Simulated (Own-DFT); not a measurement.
# Computed records: Hf₃₆O₇₁ (tetragonal hafnia with one neutral oxygen vacancy, atoms displaced)

A calculation, not a measurement: plane-wave PBE and HSE06 DFT by an unreviewed code, no spin, of a simulated cell at Gamma alone, so results move with cell size and shape, stress positive in tension, energies less offsets, not probed for a lower state with spin; hafnium file: forces about 75 meV/angstrom off all-electron values; oxygen file: force components 24 meV/angstrom off all-electron in a glass; k mesh not checked against a denser one; forces and stress are PBE's, HSE06 gives the energy alone, and its difference from PBE has offsets of its own; offsets are fitted by least squares, one for each functional and potential file, so energies compare only between cells with the same atoms and settings and are not formation energies; the far tail of each file's local potential was reset to the Coulomb form; each entry is a single point on an unrelaxed cell, so the pressure reflects the starting lattice, taken from the Materials Project, from which strain is counted, and rises with the displacements; printed positions are rounded, which can move forces by about a meV/angstrom; the program is a retired in-house code; no spin-orbit coupling. Program: Own-DFT development build.

Common to all runs: first functional PBE; second functional HSE06; exact exchange share 0.25; screening 0.11 1/bohr; exchange divergence Gygi-Baldereschi; potential files PseudoDojo norm-conserving, scalar-relativistic, made for PBE, standard set; wave cutoff 48 hartree; occupations fixed; k mesh 1 x 1 x 1 centred on Gamma.

(1) Hf₃₆O₇₁ (tetragonal hafnia with one neutral oxygen vacancy, atoms displaced)

```cif
# cell vector a (Å): 10.7800 0.0000 0.0000
# cell vector b (Å): 0.0000 10.7800 0.0000
# cell vector c (Å): 0.0000 0.0000 10.4493
data_Hf36O71
_symmetry_space_group_name_H-M 'P 1'
_symmetry_Int_Tables_number 1
_cell_length_a 10.7800
_cell_length_b 10.7800
_cell_length_c 10.4493
_cell_angle_alpha 90.000
_cell_angle_beta 90.000
_cell_angle_gamma 90.000
_cell_volume 1214.30
loop_
_atom_site_label
_atom_site_type_symbol
_atom_site_fract_x
_atom_site_fract_y
_atom_site_fract_z
_atom_site_occupancy
Hf1 Hf 0.99230 0.99673 0.98229 1
Hf2 Hf 0.17211 0.18058 0.25463 1
O1 O 0.99645 0.17619 0.15310 1
O2 O 0.15799 0.99466 0.34593 1
O3 O 0.99626 0.16240 0.39510 1
O4 O 0.16492 0.00495 0.08682 1
Hf3 Hf 0.99069 0.00449 0.48979 1
Hf4 Hf 0.16520 0.16532 0.74318 1
O5 O 0.99718 0.16021 0.65336 1
O6 O 0.16497 0.99624 0.84103 1
O7 O 0.99344 0.17431 0.88652 1
O8 O 0.17196 0.99486 0.59040 1
Hf5 Hf 0.99777 0.33418 0.99417 1
Hf6 Hf 0.16599 0.50936 0.24868 1
O9 O 0.99501 0.49717 0.14133 1
O10 O 0.15347 0.34571 0.34360 1
O11 O 0.99351 0.50677 0.40110 1
O12 O 0.16788 0.33045 0.10865 1
Hf7 Hf 0.99994 0.32820 0.49711 1
Hf8 Hf 0.17356 0.50118 0.75516 1
O13 O 0.00173 0.50622 0.66673 1
O14 O 0.16820 0.32429 0.86352 1
O15 O 0.00140 0.49546 0.89275 1
O16 O 0.18166 0.32284 0.58887 1
Hf9 Hf 0.99450 0.67392 0.01724 1
Hf10 Hf 0.17186 0.82865 0.25886 1
O17 O 0.00005 0.82420 0.15018 1
O18 O 0.16994 0.65819 0.35135 1
O19 O 0.99778 0.84341 0.40162 1
O20 O 0.17035 0.67543 0.08280 1
Hf11 Hf 0.00044 0.65481 0.50516 1
Hf12 Hf 0.16842 0.82891 0.73712 1
O21 O 0.00347 0.83529 0.65145 1
O22 O 0.16014 0.66767 0.85294 1
O23 O 0.00316 0.82383 0.89626 1
O24 O 0.18285 0.69097 0.59083 1
Hf13 Hf 0.33542 0.98499 0.01088 1
Hf14 Hf 0.50192 0.16882 0.24309 1
O25 O 0.33650 0.15621 0.15922 1
O26 O 0.49571 0.00044 0.34828 1
O27 O 0.33040 0.16109 0.40026 1
O28 O 0.50358 0.00862 0.09465 1
Hf15 Hf 0.33696 0.00655 0.50748 1
Hf16 Hf 0.49029 0.17673 0.75519 1
O29 O 0.32749 0.16706 0.66209 1
O30 O 0.50750 0.00587 0.84624 1
O31 O 0.34048 0.16478 0.91016 1
O32 O 0.49739 0.01027 0.60279 1
Hf17 Hf 0.34543 0.33461 0.98462 1
Hf18 Hf 0.49383 0.49685 0.26179 1
O33 O 0.34689 0.49558 0.14525 1
O34 O 0.49069 0.34842 0.35307 1
O35 O 0.33266 0.49949 0.41027 1
O36 O 0.49296 0.32597 0.09103 1
Hf19 Hf 0.35579 0.33622 0.49541 1
Hf20 Hf 0.50365 0.49497 0.75643 1
O37 O 0.33724 0.48990 0.66283 1
O38 O 0.49908 0.32489 0.84032 1
O39 O 0.33649 0.49984 0.90744 1
O40 O 0.51174 0.33422 0.57948 1
Hf21 Hf 0.33494 0.65974 0.00321 1
Hf22 Hf 0.49553 0.83210 0.24763 1
O41 O 0.33858 0.82863 0.14893 1
O42 O 0.49522 0.65125 0.35041 1
O43 O 0.34418 0.83364 0.39959 1
O44 O 0.49749 0.66706 0.10291 1
Hf23 Hf 0.32891 0.67144 0.50603 1
Hf24 Hf 0.50669 0.82844 0.75631 1
O45 O 0.33392 0.83062 0.65712 1
O46 O 0.50185 0.66989 0.85799 1
O47 O 0.31581 0.83726 0.90229 1
O48 O 0.49724 0.65923 0.58983 1
Hf25 Hf 0.67165 0.99087 0.99122 1
Hf26 Hf 0.84044 0.16776 0.25165 1
O49 O 0.67366 0.16306 0.15111 1
O50 O 0.83796 0.00879 0.35988 1
O51 O 0.67237 0.16946 0.41044 1
O52 O 0.82968 0.99994 0.10957 1
Hf27 Hf 0.65454 0.00690 0.49670 1
Hf28 Hf 0.82003 0.16603 0.75941 1
O53 O 0.67636 0.16990 0.65839 1
O54 O 0.82994 0.99828 0.85300 1
O55 O 0.82340 0.99940 0.59677 1
Hf29 Hf 0.67148 0.33015 0.99677 1
Hf30 Hf 0.84279 0.51251 0.24925 1
O56 O 0.67218 0.49471 0.15218 1
O57 O 0.83853 0.34520 0.34867 1
O58 O 0.66455 0.49614 0.40215 1
O59 O 0.82822 0.32729 0.10019 1
Hf31 Hf 0.66109 0.32993 0.49801 1
Hf32 Hf 0.84789 0.50995 0.74940 1
O60 O 0.66025 0.49471 0.64773 1
O61 O 0.83584 0.33938 0.85920 1
O62 O 0.67013 0.51061 0.89610 1
O63 O 0.84149 0.33740 0.59271 1
Hf33 Hf 0.66036 0.66450 0.99779 1
Hf34 Hf 0.84020 0.83331 0.24769 1
O64 O 0.66143 0.83427 0.15554 1
O65 O 0.84236 0.66295 0.33779 1
O66 O 0.65944 0.82864 0.41540 1
O67 O 0.82371 0.65894 0.09418 1
Hf35 Hf 0.66234 0.67013 0.49759 1
Hf36 Hf 0.84057 0.83314 0.74479 1
O68 O 0.66717 0.84173 0.65112 1
O69 O 0.84720 0.67486 0.85517 1
O70 O 0.66559 0.82499 0.90869 1
O71 O 0.84352 0.65909 0.59975 1
```

* PBE energy of cell above offsets: -89.090 eV
* HSE06 less PBE above offsets: 0.465 eV
* PBE pressure: 5.26 GPa
* PBE stress xx: -5.48 GPa
* PBE stress yy: -4.93 GPa
* PBE stress zz: -5.37 GPa
* PBE stress yz: -1.14 GPa
* PBE stress xz: 0.9 GPa
* PBE stress xy: 0.1 GPa

Force:
| element | x (eV/Å) | y (eV/Å) | z (eV/Å) |
| --- | --- | --- | --- |
| Hf | 2.269 | 1.269 | 0.883 |
| Hf | -0.966 | -0.962 | -1.856 |
| O | 1.044 | -0.571 | -0.373 |
| O | 0.748 | 0.273 | -0.913 |
| O | 0.808 | 2.102 | 0.343 |
| O | -0.941 | -0.745 | 0.462 |
| Hf | 0.432 | 0.028 | 2.433 |
| Hf | -2.237 | -0.457 | 1.601 |
| O | 0.073 | 0.268 | -1.191 |
| O | -0.914 | 0.976 | -0.547 |
| O | 0.11 | -1.857 | 1.703 |
| O | -0.61 | 0.243 | 0.197 |
| Hf | 0.36 | -0.785 | 1.135 |
| Hf | 0.555 | -3.905 | -2.045 |
| O | 1.92 | 1.177 | 0.641 |
| O | 0.212 | -0.096 | 0.581 |
| O | 0.941 | -0.837 | 0.362 |
| O | 0.892 | 0.28 | -1.076 |
| Hf | 0.262 | -0.721 | -0.283 |
| Hf | -1.111 | -1.045 | 2.278 |
| O | 4.146 | 0.41 | -3.61 |
| O | 0.491 | 1.496 | -2.037 |
| O | 0.084 | 0.704 | 1.086 |
| O | -1.906 | 0.765 | 0.271 |
| Hf | -0.008 | -1.218 | -3.572 |
| Hf | -0.376 | 2.211 | -0.43 |
| O | 0.297 | -0.132 | 0.325 |
| O | -0.194 | 2.331 | 0.222 |
| O | -0.155 | -3.555 | -0.713 |
| O | -0.377 | -0.837 | 3.038 |
| Hf | 0.573 | 2.56 | -0.455 |
| Hf | -0.025 | 1.551 | 3.238 |
| O | -1.347 | -0.203 | -0.64 |
| O | 1.007 | -1.487 | -2.115 |
| O | -0.62 | 2.347 | 0.8 |
| O | -5.676 | -1.92 | 1.765 |
| Hf | -1.245 | 2.517 | -1.211 |
| Hf | 0.084 | -0.859 | -0.879 |
| O | -0.213 | 0.292 | 0.386 |
| O | 0.977 | 0.509 | -0.23 |
| O | 0.134 | 1.956 | 0.534 |
| O | 0.504 | -0.779 | 0.483 |
| Hf | -0.834 | -1.075 | -0.94 |
| Hf | 0.759 | -6.413 | -1.505 |
| O | 2.411 | 0.021 | -1.507 |
| O | 0.662 | -1.273 | 0.048 |
| O | 0.505 | -0.787 | -0.834 |
| O | 0.348 | 0.069 | -0.173 |
| Hf | -3.587 | -1.867 | 3.028 |
| Hf | 2.614 | 2.345 | -3.578 |
| O | -2.851 | 0.867 | 0.75 |
| O | 0.639 | -5.304 | 0.041 |
| O | -0.717 | 0.459 | -0.381 |
| O | 2.534 | -0.537 | 0.574 |
| Hf | -4.817 | -0.525 | 0.049 |
| Hf | 1.672 | 2.496 | -1.144 |
| O | 0.261 | 0.232 | -0.492 |
| O | 0.653 | 4.429 | 1.878 |
| O | 0.093 | 0.47 | -2.001 |
| O | -3.259 | -0.919 | 4.928 |
| Hf | 0.655 | 1.59 | -0.509 |
| Hf | 1.291 | -0.737 | 1.077 |
| O | -1.239 | 0.604 | 0.366 |
| O | 0.469 | 3.533 | 0.363 |
| O | -1.006 | -0.202 | 0.227 |
| O | 0.488 | 0.393 | -0.345 |
| Hf | 4.802 | -0.246 | -3.001 |
| Hf | -0.751 | 1.599 | -0.636 |
| O | 2.965 | 0.291 | -0.472 |
| O | -0.833 | -0.845 | -1.061 |
| O | 1.639 | -1.713 | 0.071 |
| O | 0.529 | 0.629 | 1.769 |
| Hf | -0.955 | 2.015 | 1.941 |
| Hf | -0.284 | 1.599 | -0.639 |
| O | -1.481 | 0.549 | 0.124 |
| O | -1.039 | -1.967 | -1.446 |
| O | -1.003 | -0.116 | -1.569 |
| O | 1.178 | -1.044 | -1.327 |
| Hf | 1.513 | -1.389 | 1.116 |
| Hf | 3.443 | 1.117 | 0.106 |
| O | -3.732 | 0.58 | -0.715 |
| O | -0.213 | -0.824 | 0.046 |
| O | 0.704 | -0.333 | 0.347 |
| Hf | 1.638 | 0.507 | 1.737 |
| Hf | -2.921 | -4.708 | -1.392 |
| O | -1.453 | 0.041 | 0.174 |
| O | 0.465 | -1.534 | -0.348 |
| O | 0.296 | 1.161 | 0.269 |
| O | 0.348 | 0.063 | -0.914 |
| Hf | 6.818 | 2.596 | -1.145 |
| Hf | -3.567 | -1.058 | 2.241 |
| O | 0.697 | 0.36 | 1.243 |
| O | -1.601 | -0.244 | -1.359 |
| O | -0.903 | -1.999 | -0.143 |
| O | -0.826 | 0.319 | 0.829 |
| Hf | -0.294 | -1.208 | 2.126 |
| Hf | -1.262 | 1.676 | 0.664 |
| O | 1.108 | -0.004 | 0.48 |
| O | -0.268 | 3.776 | 2.336 |
| O | 0.216 | 1.425 | -1.857 |
| O | 0.968 | 1.069 | 0.98 |
| Hf | -0.392 | -2.98 | 0.662 |
| Hf | 0.095 | 0.141 | -0.13 |
| O | -0.441 | -1.388 | 1.099 |
| O | -0.87 | -0.777 | -1.172 |
| O | -0.056 | 1.129 | -1.517 |
| O | -2.033 | 0.569 | -0.024 |

(2) Hf₃₆O₇₁ (tetragonal hafnia with one neutral oxygen vacancy, atoms displaced)

```cif
# cell vector a (Å): 10.7800 0.0000 0.0000
# cell vector b (Å): 0.0000 10.7800 0.0000
# cell vector c (Å): 0.0000 0.0000 10.4493
data_Hf36O71
_symmetry_space_group_name_H-M 'P 1'
_symmetry_Int_Tables_number 1
_cell_length_a 10.7800
_cell_length_b 10.7800
_cell_length_c 10.4493
_cell_angle_alpha 90.000
_cell_angle_beta 90.000
_cell_angle_gamma 90.000
_cell_volume 1214.30
loop_
_atom_site_label
_atom_site_type_symbol
_atom_site_fract_x
_atom_site_fract_y
_atom_site_fract_z
_atom_site_occupancy
Hf1 Hf 0.99961 0.99818 0.00057 1
Hf2 Hf 0.16606 0.16505 0.25547 1
O1 O 0.00322 0.18794 0.15914 1
O2 O 0.16821 0.99527 0.36400 1
O3 O 0.00327 0.16494 0.40394 1
O4 O 0.16258 0.00500 0.08716 1
Hf3 Hf 0.01849 0.99757 0.51203 1
Hf4 Hf 0.15703 0.17635 0.75348 1
O5 O 0.00283 0.15289 0.64336 1
O6 O 0.16964 0.98893 0.84439 1
O7 O 0.99478 0.17957 0.89008 1
O8 O 0.16817 0.99870 0.59437 1
Hf5 Hf 0.00518 0.32422 0.01102 1
Hf6 Hf 0.17112 0.49784 0.24882 1
O9 O 0.01144 0.49519 0.15253 1
O10 O 0.16641 0.33467 0.34589 1
O11 O 0.99930 0.49887 0.40612 1
O12 O 0.16109 0.33053 0.10114 1
Hf7 Hf 0.00050 0.33653 0.50847 1
Hf8 Hf 0.16058 0.49995 0.75170 1
O13 O 0.99600 0.49131 0.64185 1
O14 O 0.16327 0.34215 0.84229 1
O15 O 0.00771 0.49783 0.90276 1
O16 O 0.16649 0.33716 0.60297 1
Hf9 Hf 0.98614 0.67745 0.00460 1
Hf10 Hf 0.15202 0.84224 0.24804 1
O17 O 0.16663 0.67139 0.34784 1
O18 O 0.00279 0.83765 0.41224 1
O19 O 0.17613 0.66847 0.09833 1
Hf11 Hf 0.99203 0.66942 0.50942 1
Hf12 Hf 0.17372 0.82438 0.76371 1
O20 O 0.00478 0.83730 0.64656 1
O21 O 0.16718 0.66713 0.85183 1
O22 O 0.01218 0.82894 0.89720 1
O23 O 0.16799 0.65472 0.59303 1
Hf13 Hf 0.33776 0.99991 0.01630 1
Hf14 Hf 0.48736 0.15713 0.26545 1
O24 O 0.33362 0.16795 0.16097 1
O25 O 0.50168 0.00235 0.35173 1
O26 O 0.32647 0.17562 0.40318 1
O27 O 0.49050 0.00757 0.09175 1
Hf15 Hf 0.33417 0.00220 0.49843 1
Hf16 Hf 0.49922 0.16369 0.75932 1
O28 O 0.32832 0.18151 0.64844 1
O29 O 0.49685 0.00088 0.84476 1
O30 O 0.34756 0.17969 0.90846 1
O31 O 0.49276 0.99520 0.61304 1
Hf17 Hf 0.32318 0.32699 0.98128 1
Hf18 Hf 0.47896 0.50317 0.22891 1
O32 O 0.32736 0.49671 0.15753 1
O33 O 0.49431 0.33575 0.34932 1
O34 O 0.32941 0.49583 0.39918 1
O35 O 0.50128 0.32717 0.09802 1
Hf19 Hf 0.32856 0.33621 0.50979 1
Hf20 Hf 0.49407 0.50045 0.74705 1
O36 O 0.32699 0.50001 0.65624 1
O37 O 0.50860 0.33799 0.85903 1
O38 O 0.34090 0.50350 0.90449 1
O39 O 0.49876 0.33634 0.58964 1
Hf21 Hf 0.34425 0.66060 0.00108 1
Hf22 Hf 0.49554 0.83404 0.27343 1
O40 O 0.33264 0.83219 0.17046 1
O41 O 0.49704 0.67215 0.34847 1
O42 O 0.33895 0.84834 0.39021 1
O43 O 0.50149 0.66451 0.09813 1
Hf23 Hf 0.34082 0.66005 0.49687 1
Hf24 Hf 0.48571 0.82699 0.74694 1
O44 O 0.34117 0.83584 0.65036 1
O45 O 0.48736 0.67380 0.84570 1
O46 O 0.33277 0.83851 0.90285 1
O47 O 0.51134 0.67336 0.60175 1
Hf25 Hf 0.66394 0.98995 0.99521 1
Hf26 Hf 0.83268 0.14369 0.24219 1
O48 O 0.67543 0.17498 0.16247 1
O49 O 0.84929 0.99250 0.35874 1
O50 O 0.68564 0.16268 0.39848 1
O51 O 0.83617 0.01252 0.10628 1
Hf27 Hf 0.65836 0.00712 0.50688 1
Hf28 Hf 0.83504 0.16139 0.75300 1
O52 O 0.68135 0.17220 0.65574 1
O53 O 0.83356 0.98989 0.84082 1
O54 O 0.68302 0.16828 0.90223 1
O55 O 0.84196 0.99871 0.59282 1
Hf29 Hf 0.66451 0.34192 0.00193 1
Hf30 Hf 0.82828 0.49935 0.25480 1
O56 O 0.65980 0.49690 0.15000 1
O57 O 0.82597 0.33201 0.34461 1
O58 O 0.65191 0.48317 0.38575 1
O59 O 0.83868 0.34082 0.08920 1
Hf31 Hf 0.66237 0.32972 0.49388 1
Hf32 Hf 0.83432 0.50222 0.73771 1
O60 O 0.66738 0.48818 0.65777 1
O61 O 0.83446 0.33231 0.84089 1
O62 O 0.65840 0.49169 0.89908 1
O63 O 0.83263 0.32301 0.61222 1
Hf33 Hf 0.66025 0.66847 0.99904 1
Hf34 Hf 0.83071 0.82798 0.24085 1
O64 O 0.66316 0.83869 0.15599 1
O65 O 0.84166 0.65469 0.34650 1
O66 O 0.67215 0.82778 0.40207 1
O67 O 0.82662 0.67329 0.08609 1
Hf35 Hf 0.66292 0.65301 0.50584 1
Hf36 Hf 0.83641 0.83699 0.74328 1
O68 O 0.67578 0.83137 0.66223 1
O69 O 0.82946 0.66392 0.85542 1
O70 O 0.67040 0.84409 0.90559 1
O71 O 0.84547 0.67934 0.59975 1
```

* PBE energy of cell above offsets: -85.594 eV
* HSE06 less PBE above offsets: 0.784 eV
* PBE pressure: 5.38 GPa
* PBE stress xx: -7.33 GPa
* PBE stress yy: -3.54 GPa
* PBE stress zz: -5.29 GPa
* PBE stress yz: -0.59 GPa
* PBE stress xz: -1.37 GPa
* PBE stress xy: -0.2 GPa

Force:
| element | x (eV/Å) | y (eV/Å) | z (eV/Å) |
| --- | --- | --- | --- |
| Hf | -0.283 | 0.046 | -2.02 |
| Hf | -1.341 | 1.571 | 1.469 |
| O | -0.195 | -2.066 | -0.799 |
| O | 0.321 | 0.793 | -2.563 |
| O | 0.837 | 0.525 | 0.101 |
| O | -0.456 | -0.305 | 2.121 |
| Hf | -5.128 | 1.001 | -2.981 |
| Hf | -0.298 | -2.311 | -1.826 |
| O | 1.043 | 1.368 | 1.937 |
| O | -0.362 | 3.465 | 0.418 |
| O | 1.418 | -2.881 | 0.838 |
| O | 5.256 | 0.145 | 2.62 |
| Hf | -3.078 | 3.241 | -1.003 |
| Hf | -3.592 | 1.127 | 1.61 |
| O | -1.949 | 1.175 | 0.316 |
| O | 0.233 | -0.466 | 0.419 |
| O | 0.026 | -0.001 | 0.174 |
| O | 3.834 | -0.273 | -0.427 |
| Hf | -1.736 | -1.148 | -2.476 |
| Hf | -1.87 | 2.44 | -0.366 |
| O | 0.463 | 0.943 | 1.269 |
| O | 1.498 | -2.144 | 1.58 |
| O | -0.19 | 1.102 | -0.165 |
| O | -0.928 | -0.167 | 0.578 |
| Hf | 3.663 | -3.494 | -1.561 |
| Hf | 0.868 | -2.691 | 1.325 |
| O | 0.762 | 0.545 | -0.65 |
| O | 0.318 | -2.136 | -2.169 |
| O | -1.128 | 0.788 | -0.513 |
| Hf | 4.774 | -0.105 | -3.87 |
| Hf | -0.914 | 0.887 | -2.068 |
| O | 0.927 | -0.777 | 1.614 |
| O | 0.756 | -1.367 | -0.269 |
| O | -1.025 | 1.241 | 1.308 |
| O | 0.701 | 0.528 | 0.547 |
| Hf | -2.31 | -0.637 | -3.042 |
| Hf | 2.234 | 5.647 | -2.797 |
| O | -1.015 | -0.899 | -0.845 |
| O | 0.607 | -0.574 | 2.271 |
| O | 0.703 | -2.011 | 0.234 |
| O | 3.946 | -0.07 | 2.073 |
| Hf | -1.527 | 0.423 | 0.957 |
| Hf | 1.064 | 1.244 | -0.921 |
| O | 0.677 | -0.842 | 1.711 |
| O | 0.239 | -0.316 | 1.192 |
| O | -0.385 | -5.733 | -2.464 |
| O | 1.142 | 1.316 | -1.743 |
| Hf | 1.035 | 4.842 | 4.934 |
| Hf | 6.701 | -2.654 | 4.164 |
| O | -1.835 | 0.263 | -3.846 |
| O | -0.35 | -1.546 | -0.541 |
| O | 0.635 | 1.639 | 0.72 |
| O | -2.002 | 0.872 | -0.051 |
| Hf | 0.577 | -0.498 | -1.689 |
| Hf | 1.169 | -1.465 | 1.657 |
| O | 1.797 | 0.333 | -0.62 |
| O | -1.356 | -0.803 | -2.431 |
| O | -0.077 | -1.058 | -0.732 |
| O | -0.047 | 0.244 | 1.643 |
| Hf | -3.501 | 2.098 | -0.243 |
| Hf | 0.396 | 0.165 | -2.493 |
| O | -0.053 | 1.063 | -2.056 |
| O | -0.361 | -2.422 | 1.293 |
| O | 0.265 | -1.763 | 2.918 |
| O | -0.38 | -0.062 | 0.643 |
| Hf | -2.792 | 0.616 | -0.822 |
| Hf | 3.475 | 2.734 | 1.005 |
| O | -3.185 | -1.078 | -1.542 |
| O | 0.974 | -1.898 | 0.736 |
| O | 0.559 | -0.876 | 0.71 |
| O | -1.982 | -0.952 | 0.136 |
| Hf | -0.088 | 4.694 | 1.615 |
| Hf | 0.805 | 3.234 | 3.839 |
| O | -2.827 | -0.733 | -0.703 |
| O | -1.378 | -1.091 | -2.785 |
| O | -1.924 | -0.924 | 1.634 |
| O | 0.407 | -2.479 | -2.28 |
| Hf | 3.608 | -0.805 | 0.487 |
| Hf | 0.529 | 1.761 | -0.169 |
| O | -4.608 | -1.412 | -1.079 |
| O | 0.805 | 1.293 | 2.303 |
| O | -1.26 | -1.504 | 0.511 |
| O | -2.275 | -0.323 | 0.864 |
| Hf | 1.333 | -2.197 | 1.003 |
| Hf | 0.903 | -4.267 | -1.221 |
| O | 0.506 | 1.116 | -0.714 |
| O | 0.531 | 0.632 | 0.304 |
| O | 0.998 | 3.494 | 2.315 |
| O | -0.901 | 0.495 | 0.328 |
| Hf | 1.998 | -0.762 | -0.685 |
| Hf | 0.824 | -2.634 | 3.552 |
| O | -0.761 | 1.64 | -1.938 |
| O | -0.172 | 1.536 | -0.076 |
| O | -0.134 | 4.106 | -0.28 |
| O | 0.712 | 1.176 | -2.48 |
| Hf | 1.326 | -1.377 | -1.372 |
| Hf | 0.17 | 1.054 | 3.17 |
| O | -0.211 | 0.229 | -0.62 |
| O | -0.744 | 2.771 | 0.315 |
| O | -0.741 | -0.088 | 1.033 |
| O | -0.861 | 0.572 | 2.581 |
| Hf | 2.164 | 0.898 | -2.289 |
| Hf | 1.074 | -0.886 | -0.459 |
| O | -2.589 | -0.07 | -0.956 |
| O | 0.012 | 0.494 | -1.142 |
| O | -0.554 | -4.023 | -0.696 |
| O | -4.939 | -1.56 | 1.449 |
